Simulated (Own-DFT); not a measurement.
# Computed records: GaP (zincblende, atoms displaced), AlN (wurtzite, atoms displaced), SiC (4H silicon carbide, atoms displaced)

Computed with Own-DFT development build. A calculation, not a measurement: plane-wave PBE density functional theory by an unreviewed code, no spin, of a simulated periodic cell, stress positive in tension, free energy of the whole cell less one offset for each atom, some atoms lie very close together; forces on such cells passed a denser k mesh, this cell's mesh not checked; offsets are fitted by least squares, one for each functional and potential file, so energies compare only between cells with the same atoms and settings and are not formation energies; the far tail of each file's local potential was reset to the Coulomb form; each entry is a single point on an unrelaxed cell, so the pressure reflects the starting lattice, mostly measured values (interpolated for alloys), from which strain is counted, and rises with the displacements; printed positions are rounded, which can move forces by about a meV/angstrom; the program, named Own-DFT, is a retired in-house code; no spin-orbit coupling; before rounding, a Quantum ESPRESSO 7.3.1 run of the same cell and cutoff gave forces within 1 meV/angstrom rms on each cell, which checks the program and not the settings.

Settings shared by all entries: functional PBE; potential files PseudoDojo norm-conserving, scalar-relativistic, standard set; wave cutoff 42 hartree; occupations Fermi-Dirac; smearing width 0.1 eV.

(1) GaP (zincblende, atoms displaced)

```
CELL_PARAMETERS angstrom
16.35150 0.00000 0.00000
0.00000 10.90100 0.00000
0.00000 0.00000 10.90100
ATOMIC_POSITIONS crystal
Ga 0.98385 0.97908 0.01604
Ga 0.00098 0.24989 0.23627
Ga 0.16929 0.00567 0.23162
Ga 0.15879 0.24561 0.98576
P 0.07309 0.13749 0.12298
P 0.10304 0.38383 0.37950
P 0.24887 0.15278 0.36915
P 0.25426 0.36005 0.12410
Ga 0.98376 0.99307 0.49913
Ga 0.00335 0.26223 0.76047
Ga 0.16984 0.99821 0.75270
Ga 0.17491 0.26241 0.52151
P 0.08751 0.14421 0.59477
P 0.08171 0.35958 0.83843
P 0.23500 0.14630 0.86605
P 0.23991 0.36322 0.60341
Ga 0.01993 0.48694 0.02793
Ga 0.00464 0.75285 0.26481
Ga 0.17258 0.49779 0.24963
Ga 0.16833 0.75424 0.01928
P 0.08362 0.63395 0.10991
P 0.06809 0.84233 0.38263
P 0.25619 0.63613 0.38024
P 0.24658 0.86722 0.12403
Ga 0.00177 0.48577 0.48640
Ga 0.01005 0.77200 0.73051
Ga 0.16441 0.49390 0.75668
Ga 0.16288 0.74856 0.48920
P 0.09216 0.64576 0.62825
P 0.07177 0.91426 0.84669
P 0.27038 0.62925 0.87112
P 0.24799 0.87127 0.61955
Ga 0.32300 0.99388 0.00398
Ga 0.32706 0.23894 0.24842
Ga 0.51060 0.00394 0.24327
Ga 0.49594 0.21048 0.99912
P 0.41448 0.12358 0.11810
P 0.38280 0.36908 0.36153
P 0.57924 0.12220 0.38352
P 0.57444 0.34379 0.14308
Ga 0.33383 0.01937 0.50336
Ga 0.32925 0.24700 0.72915
Ga 0.50635 0.98346 0.76272
Ga 0.50708 0.24430 0.52050
P 0.41555 0.12271 0.62653
P 0.41471 0.38441 0.86964
P 0.59528 0.13646 0.85544
P 0.58205 0.36480 0.60373
Ga 0.32618 0.51200 0.01271
Ga 0.33978 0.77246 0.25488
Ga 0.49542 0.48883 0.25593
Ga 0.50354 0.76195 0.99064
P 0.42000 0.60456 0.12474
P 0.41352 0.87174 0.35930
P 0.58083 0.62205 0.37707
P 0.58056 0.87871 0.10708
Ga 0.35386 0.49848 0.49475
Ga 0.33017 0.75370 0.77166
Ga 0.49306 0.52259 0.73931
Ga 0.50522 0.75404 0.48811
P 0.41999 0.65368 0.61661
P 0.42688 0.85847 0.89010
P 0.58658 0.61878 0.87804
P 0.58436 0.87872 0.63545
Ga 0.67000 0.00183 0.99034
Ga 0.66352 0.25505 0.25722
Ga 0.82131 0.99750 0.23970
Ga 0.83337 0.25367 0.99293
P 0.74309 0.11359 0.12188
P 0.76315 0.38019 0.35554
P 0.91708 0.14955 0.36304
P 0.91646 0.37006 0.12612
Ga 0.67574 0.98245 0.47973
Ga 0.66944 0.27169 0.73463
Ga 0.84175 0.99984 0.73183
Ga 0.85348 0.21313 0.48754
P 0.75391 0.13086 0.58087
P 0.76313 0.37535 0.87048
P 0.92195 0.15065 0.88696
P 0.90948 0.38382 0.60989
Ga 0.67235 0.49171 0.98889
Ga 0.66875 0.75392 0.25495
Ga 0.85675 0.50619 0.26858
Ga 0.84460 0.75986 0.02468
P 0.75110 0.61919 0.09201
P 0.75858 0.90372 0.36559
P 0.91770 0.63807 0.36171
P 0.92595 0.85272 0.15385
Ga 0.65742 0.50066 0.50140
Ga 0.67656 0.75149 0.74112
Ga 0.83270 0.51268 0.74145
Ga 0.81354 0.75223 0.52046
P 0.76368 0.61077 0.61337
P 0.75921 0.84580 0.88900
P 0.91983 0.60815 0.87987
P 0.92090 0.86779 0.61947
```

```
k mesh                            : 2 x 3 x 3 centred on Gamma
free energy of cell above offsets : -11.493 eV
pressure                          : 8.76 GPa
stress xx                         : -9.33 GPa
stress yy                         : -8.29 GPa
stress zz                         : -8.65 GPa
stress yz                         : -0.96 GPa
stress xz                         : -0.47 GPa
stress xy                         : -3.38 GPa
```

Force:
```
element  x (eV/Å)  y (eV/Å)  z (eV/Å)
     Ga     1.388     2.225    -1.457
     Ga     0.294     2.209     2.344
     Ga    -1.059     0.848     1.648
     Ga    -1.201     1.835     2.065
      P     1.962    -3.182    -1.895
      P    -2.516    -1.074    -0.615
      P    -2.287    -4.212     2.012
      P    -1.984     1.454    -1.569
     Ga     2.265     2.119    -2.052
     Ga    -6.434    -5.046    -6.441
     Ga     1.164     1.713    -2.377
     Ga    -7.237    -7.417    -9.012
      P    -3.174    -3.476     2.615
      P     5.897     5.778     7.324
      P     3.422    -2.968    -1.054
      P     10.22     10.78     8.669
     Ga    -2.486    -1.924    -3.302
     Ga     -0.65    -5.216     -4.08
     Ga     1.185      1.38    -0.712
     Ga    -0.345    -0.512     -4.19
      P     0.517     0.146     3.042
      P      4.36     6.773     3.666
      P     0.339    -0.623    -0.983
      P     1.441     1.427      1.33
     Ga       0.3     1.605     0.431
     Ga     -0.11    -2.202     2.221
     Ga     1.523     1.819    -1.639
     Ga     1.703    -0.184     0.488
      P    -0.536    -2.961     0.177
      P     -1.28    -1.841      3.46
      P    -5.513    -3.226     2.585
      P     0.688     0.872     0.567
     Ga      0.69     1.174    -1.215
     Ga     1.463    -0.672    -3.588
     Ga    -1.507    -0.316    -0.108
     Ga     1.998      3.48    -2.426
      P    -2.017     -2.26     2.131
      P      5.36     0.605     0.577
      P     0.997    -0.208    -0.225
      P    -0.766     1.916    -2.565
     Ga    -1.132    -1.551    -1.565
     Ga    -0.174     1.573     1.621
     Ga    -0.884     1.987     0.266
     Ga    -3.713    -2.792    -3.095
      P     1.662     -0.61     1.168
      P    -0.175    -0.951    -0.225
      P    -0.937     -1.35      0.92
      P     1.508     4.093     3.267
     Ga     0.862    -2.277    -0.324
     Ga    -3.088    -5.014    -2.974
     Ga    -0.262    -0.955     0.192
     Ga     2.764    -5.536     3.317
      P     0.576     3.093     0.361
      P      4.16     4.509     3.854
      P      0.42      0.23    -0.959
      P     1.578     0.486     1.846
     Ga    -2.494     2.424     2.126
     Ga     2.543     3.525    -4.243
     Ga     0.519    -1.189     0.867
     Ga    -0.317     1.175     0.276
      P    -0.986    -1.336     0.405
      P    -4.865     4.317    -3.507
      P     -0.05     0.572    -1.286
      P      1.57    -1.059    -2.462
     Ga    -0.069    -1.093    -1.318
     Ga     1.774    -0.984     1.039
     Ga     4.643     2.673    -2.705
     Ga    -0.723    -0.465     1.933
      P      0.46     2.216    -0.378
      P    -1.342    -0.604     1.736
      P     5.367    -6.664     -7.23
      P     0.287     1.092    -0.151
     Ga    -3.991     2.821     3.276
     Ga     1.523     -0.93    -0.006
     Ga     -1.23     0.901     1.519
     Ga    -5.113     6.921     6.488
      P    -1.644     -1.07     3.534
      P    -2.052     0.657    -1.462
      P     0.121    -3.421    -1.147
      P     0.648    -1.483     0.737
     Ga     -1.37    -1.143     0.319
     Ga     0.355    -0.586    -1.716
     Ga    -3.179    -2.542    -3.561
     Ga    -0.025    -2.548    -1.907
      P     0.607     0.901     3.641
      P    -0.747    -6.922      1.66
      P     0.684     1.206     4.222
      P    -2.738     3.366    -1.429
     Ga     2.318    -0.341    -1.354
     Ga    -0.331    -1.198     0.863
     Ga     2.571    -1.676     2.367
     Ga     3.358      3.62    -3.604
      P    -5.381     -1.07     0.413
      P    -0.317     3.042    -1.546
      P      1.11      1.66     0.243
      P    -2.733    -0.331    -0.171
```

(2) AlN (wurtzite, atoms displaced)

```
CELL_PARAMETERS angstrom
12.44800 0.00000 0.00000
-6.22400 10.78030 0.00000
0.00000 0.00000 9.96400
ATOMIC_POSITIONS crystal
Al 0.09118 0.15015 0.00105
Al 0.18628 0.08025 0.26042
N 0.06928 0.16183 0.18210
N 0.15950 0.09181 0.44770
Al 0.10405 0.18240 0.51542
Al 0.18449 0.09285 0.76580
N 0.07592 0.17612 0.67063
N 0.13370 0.05297 0.94148
Al 0.07664 0.42497 0.99137
Al 0.16586 0.30901 0.22364
N 0.09439 0.42810 0.20425
N 0.16887 0.34877 0.43963
Al 0.05613 0.41271 0.49610
Al 0.14001 0.30759 0.74267
N 0.06217 0.41548 0.68807
N 0.18004 0.36283 0.94330
Al 0.06510 0.64470 0.00031
Al 0.17908 0.61181 0.27073
N 0.06364 0.66370 0.19130
N 0.16109 0.58130 0.44424
Al 0.06933 0.66270 0.48765
Al 0.15523 0.56264 0.75319
N 0.10296 0.67299 0.70605
N 0.16828 0.61306 0.94538
Al 0.07983 0.89995 0.98410
Al 0.17643 0.81895 0.25805
N 0.11024 0.93354 0.17026
N 0.16397 0.82169 0.46583
Al 0.08511 0.89786 0.51456
Al 0.18577 0.84866 0.76071
N 0.05355 0.90627 0.70872
N 0.17467 0.84633 0.93133
Al 0.34168 0.17606 0.01352
Al 0.41245 0.09487 0.26987
N 0.31289 0.17635 0.22179
N 0.39690 0.08833 0.45010
Al 0.33386 0.16934 0.50512
Al 0.40410 0.07677 0.74109
N 0.34154 0.16133 0.69151
N 0.42767 0.08291 0.93597
Al 0.33550 0.40888 0.01111
Al 0.42778 0.33563 0.25281
N 0.34762 0.41415 0.18977
N 0.40341 0.33392 0.45742
Al 0.34009 0.41832 0.47875
Al 0.41389 0.32034 0.76080
N 0.31725 0.41242 0.66384
N 0.41924 0.31509 0.94030
Al 0.33136 0.67858 0.98688
Al 0.40160 0.57586 0.27834
N 0.32548 0.64317 0.15636
N 0.39371 0.58494 0.42775
Al 0.35725 0.66284 0.49849
Al 0.41940 0.59211 0.74844
N 0.33694 0.65587 0.70431
N 0.44656 0.58561 0.93601
Al 0.31938 0.89254 0.01538
Al 0.42139 0.84740 0.27740
N 0.32412 0.89397 0.21082
N 0.41993 0.83699 0.43356
Al 0.30296 0.90473 0.52298
Al 0.41799 0.84780 0.73780
N 0.33858 0.91595 0.69017
N 0.41891 0.83840 0.95097
Al 0.58463 0.14443 0.02551
Al 0.63709 0.08012 0.23383
N 0.58614 0.16557 0.22461
N 0.67175 0.07212 0.44759
Al 0.58846 0.17872 0.49038
Al 0.67583 0.10056 0.73653
N 0.57955 0.14692 0.67683
N 0.67610 0.09556 0.95897
Al 0.56056 0.40717 0.99911
Al 0.67922 0.33934 0.26018
N 0.57821 0.41869 0.18983
N 0.67321 0.34199 0.44837
Al 0.59640 0.43576 0.52556
Al 0.66387 0.34084 0.73765
N 0.60266 0.43061 0.70790
N 0.65096 0.31150 0.95774
Al 0.60578 0.69905 0.98780
Al 0.68169 0.59459 0.23309
N 0.58565 0.66119 0.19227
N 0.64612 0.57419 0.45580
Al 0.57672 0.64416 0.48047
Al 0.63472 0.56459 0.74870
N 0.56951 0.66367 0.69943
N 0.65413 0.59324 0.93626
Al 0.57427 0.93569 0.00744
Al 0.63979 0.82779 0.22258
N 0.62574 0.93908 0.21446
N 0.66237 0.82963 0.42434
Al 0.57065 0.87531 0.52013
Al 0.68621 0.85378 0.79110
N 0.57606 0.91409 0.73778
N 0.65656 0.83356 0.94488
Al 0.83187 0.16623 0.00862
Al 0.93444 0.09164 0.24878
N 0.83066 0.19207 0.20114
N 0.92950 0.08486 0.43687
Al 0.83623 0.18611 0.52310
Al 0.91843 0.08685 0.76838
N 0.81278 0.15499 0.68079
N 0.92250 0.06354 0.95213
Al 0.82086 0.42088 0.98628
Al 0.90551 0.35100 0.23580
N 0.83649 0.39879 0.16270
N 0.89602 0.31668 0.44894
Al 0.82538 0.42241 0.50307
Al 0.88513 0.31586 0.74033
N 0.80963 0.39742 0.69159
N 0.92044 0.31392 0.94723
Al 0.82648 0.66256 0.01615
Al 0.91485 0.58273 0.25004
N 0.86706 0.67759 0.16297
N 0.90960 0.56298 0.41211
Al 0.81287 0.64756 0.47962
Al 0.92295 0.58789 0.73892
N 0.83148 0.66286 0.66378
N 0.90299 0.57771 0.93781
Al 0.84112 0.91584 0.96279
Al 0.91519 0.83201 0.28658
N 0.82661 0.91384 0.19444
N 0.91759 0.83023 0.41919
Al 0.84336 0.92796 0.50064
Al 0.94588 0.83722 0.74678
N 0.84568 0.90600 0.69558
N 0.90878 0.83590 0.96641
```

```
k mesh                            : 2 x 2 x 2 centred on Gamma
free energy of cell above offsets : 52.702 eV
pressure                          : 26.52 GPa
stress xx                         : -28.19 GPa
stress yy                         : -25.95 GPa
stress zz                         : -25.43 GPa
stress yz                         : 3.53 GPa
stress xz                         : 2.79 GPa
stress xy                         : 2.45 GPa
```

Force:
```
element  x (eV/Å)  y (eV/Å)  z (eV/Å)
     Al    -5.353     3.025     2.195
     Al    -13.11    -10.89      3.84
      N     7.211     0.015    -3.719
      N     4.865    -3.442     0.015
     Al    -3.118     1.156     -9.71
     Al    -3.132    -1.732    -1.563
      N     -0.48    -8.026     8.306
      N      5.38     3.873    -3.263
     Al     2.013     0.485     3.459
     Al    -2.054     7.385     3.688
      N    -1.699    -0.197    -1.604
      N     0.417    -1.877    -0.831
     Al     4.261     0.466    -1.129
     Al     0.988     11.44     3.263
      N    -0.259    -3.515     0.047
      N      0.94    -3.501    -1.443
     Al    -4.948     3.281      1.89
     Al     1.618    -4.973    -4.713
      N      5.01         2    -0.126
      N    -0.653     1.758      1.95
     Al      2.49    -3.215     2.829
     Al     1.423     4.208     0.199
      N    -3.576    -0.055    -2.137
      N     4.824    -4.823    -3.364
     Al    -2.819    -0.524     4.459
     Al    -7.151     0.727    -0.265
      N     0.777    -2.226     3.208
      N    -3.688    -1.439     -4.34
     Al    -5.689     3.292    -0.316
     Al    -1.988    -3.875     -1.59
      N     42.05     31.19    -16.75
      N     1.497    -2.511      1.86
     Al      0.71    -6.557      1.55
     Al     0.011    -1.417    -0.998
      N     13.67      9.13    -6.926
      N     5.167    -3.412    -0.804
     Al    -5.184      2.36     0.498
     Al     7.232     0.074     2.867
      N    -4.133     1.741    -0.021
      N    -2.014    -1.176     2.366
     Al    -0.513     4.235    -2.527
     Al    -2.374      0.93     2.888
      N    -1.417    -0.622     1.658
      N     8.546    -2.143    -2.237
     Al     -8.13     1.396     2.832
     Al    -1.788     2.667    -2.839
      N     1.717    -0.427     3.772
      N    -5.116     1.108    -1.653
     Al     2.921    -2.685    -0.897
     Al     1.429     -0.48    -18.44
      N     0.018     1.835     6.544
      N     13.39    -9.198     4.216
     Al    -15.61     9.495     10.15
     Al     2.049     -5.41     3.565
      N    -6.144     3.994    -2.906
      N    -3.943     -1.48     0.159
     Al     -0.16     2.943    -0.042
     Al      3.67    -1.271    -8.813
      N     1.516     4.777    -2.758
      N    -0.739    -2.218     11.02
     Al     7.906     4.344    -3.002
     Al     3.182     -5.24     3.783
      N     -3.87     1.936     0.412
      N    -1.191     0.837    -1.301
     Al    -5.739     5.386    -1.952
     Al     16.41    -4.482     6.804
      N    -13.63      7.64     -2.61
      N    -2.649     0.884     0.475
     Al     1.949    -4.642     0.894
     Al    -4.715    -7.343     4.147
      N    -5.888     4.014    -0.174
      N     1.365    -2.606    -3.072
     Al     6.427     4.455     1.615
     Al    -0.842     0.264    -2.465
      N     3.763      0.57     0.254
      N    -3.652     0.564    -0.928
     Al    -1.041    -6.417    -1.249
     Al    -0.141    -6.798     4.744
      N    -2.816    -7.831    -3.226
      N    -0.769     2.275    -1.698
     Al    -0.859    -13.19     4.972
     Al    -1.419    -0.932     -0.59
      N    -1.388     0.436     0.177
      N        10    -2.297    -5.405
     Al    -10.45     9.929     3.329
     Al    -1.063     11.55     3.776
      N     4.111     1.864    -3.757
      N      4.67    -2.496     0.701
     Al     3.573    -2.438    -0.365
     Al     12.83    -9.746     3.536
      N    -12.78     7.365    -4.831
      N     1.518    -2.673     1.785
     Al     0.275     5.442    -0.045
     Al     -1.46    -1.302    -12.78
      N     3.589     1.899    -3.125
      N    -0.855     10.81     5.403
     Al     2.177    -1.024     4.062
     Al    -8.514    -4.783      3.23
      N      0.96    -4.568    -1.852
      N    -0.325     1.523     1.672
     Al     1.043    -9.418    -7.924
     Al     0.459    -0.996    -2.853
      N     7.861     1.875     6.133
      N    -2.348     9.057    -2.429
     Al     0.462    -3.754     0.242
     Al     16.99    -6.423     8.534
      N    -15.74     8.965    -4.051
      N    -1.987     9.015    -3.006
     Al     3.734    -2.343     1.187
     Al     4.119      1.87     2.842
      N     3.518     4.798     -1.54
      N    -2.477     3.395    -4.363
     Al     -3.49     0.228    -13.04
     Al    -0.681    -1.869    -6.009
      N    -1.523    -0.037     14.02
      N    -1.588     1.844     6.576
     Al     1.607     3.062     1.683
     Al    -0.702     0.072     0.942
      N     1.421    -0.411     1.451
      N     0.737     1.382    -1.855
     Al    -5.034    -3.024     5.926
     Al    -2.119     2.841    -38.84
      N     1.083    -0.395     -0.09
      N     2.411    -1.989     35.98
     Al    -1.391    -1.087    -0.848
     Al    -40.56    -31.54     15.49
      N    -2.734     1.793     1.378
      N     7.455    -5.746    -3.447
```

(3) SiC (4H silicon carbide, atoms displaced)

```
CELL_PARAMETERS angstrom
6.16540 0.00000 0.00000
-3.08270 5.33940 0.00000
0.00000 0.00000 10.06810
ATOMIC_POSITIONS crystal
Si 0.98278 0.97837 0.41035
Si 0.17756 0.29958 0.16852
C 0.02647 0.01408 0.11141
C 0.16974 0.33270 0.34252
Si 0.97580 0.48198 0.40411
Si 0.16776 0.86178 0.15786
C 0.98834 0.47223 0.09071
C 0.16607 0.80884 0.32987
Si 0.51834 0.98717 0.41350
Si 0.70652 0.36094 0.16183
C 0.52106 0.01676 0.10291
C 0.67106 0.33249 0.34211
Si 0.49596 0.49580 0.38660
Si 0.67125 0.83700 0.17185
C 0.49304 0.49311 0.08285
C 0.62759 0.81151 0.33529
Si 0.02924 0.99019 0.92497
Si 0.80220 0.64421 0.67784
C 0.02048 0.00631 0.60051
C 0.81990 0.65271 0.82876
Si 0.00440 0.49412 0.88756
Si 0.82758 0.19025 0.65355
C 0.01050 0.48959 0.61543
C 0.82589 0.14689 0.82415
Si 0.50246 0.06107 0.89144
Si 0.33019 0.65953 0.65043
C 0.54000 0.00292 0.60343
C 0.32155 0.64112 0.84975
Si 0.50851 0.53049 0.91149
Si 0.32561 0.15712 0.65531
C 0.49562 0.50575 0.59838
C 0.36340 0.15402 0.83992
```

```
k mesh                            : 5 x 5 x 3 centred on Gamma
free energy of cell above offsets : 15.186 eV
pressure                          : 20.16 GPa
stress xx                         : -24.49 GPa
stress yy                         : -13.54 GPa
stress zz                         : -22.45 GPa
stress yz                         : 1.91 GPa
stress xz                         : -6.79 GPa
stress xy                         : 2.65 GPa
```

Force:
```
element  x (eV/Å)  y (eV/Å)  z (eV/Å)
     Si     2.192       0.6     0.542
     Si    -2.506     8.581    -1.905
      C    -5.283    -4.146    -4.485
      C    -1.321    -2.258     1.894
     Si     3.388     2.535     1.377
     Si     8.304    -5.537    -0.438
      C     3.694     3.642    -1.941
      C    -1.275     1.071     4.997
     Si    -4.852     1.605     0.011
     Si    -3.868    -3.534    -1.902
      C     -1.38     0.229    -1.365
      C    -1.552    -1.382     0.984
     Si     0.612    -1.695     4.474
     Si    -1.387     0.069    -7.698
      C     1.862     0.921      4.99
      C     4.206     0.762     4.164
     Si    -2.522     0.654    -4.022
     Si     1.435     2.541    -13.69
      C    -3.507    -2.835    -1.916
      C     1.503     1.672     14.68
     Si    -1.337    -2.479      3.07
     Si     6.715    -2.987     1.526
      C    -3.564     4.207    -5.077
      C     0.537     0.971     5.363
     Si     28.03    -14.04     13.65
     Si     1.494     1.451     3.251
      C    -6.959    -3.268    -4.058
      C    -0.496     3.528    -2.811
     Si     1.292    -1.711    -1.608
     Si     2.298     1.841    -0.081
      C     1.392    -2.104    -2.276
      C    -27.15      11.1    -9.701
```
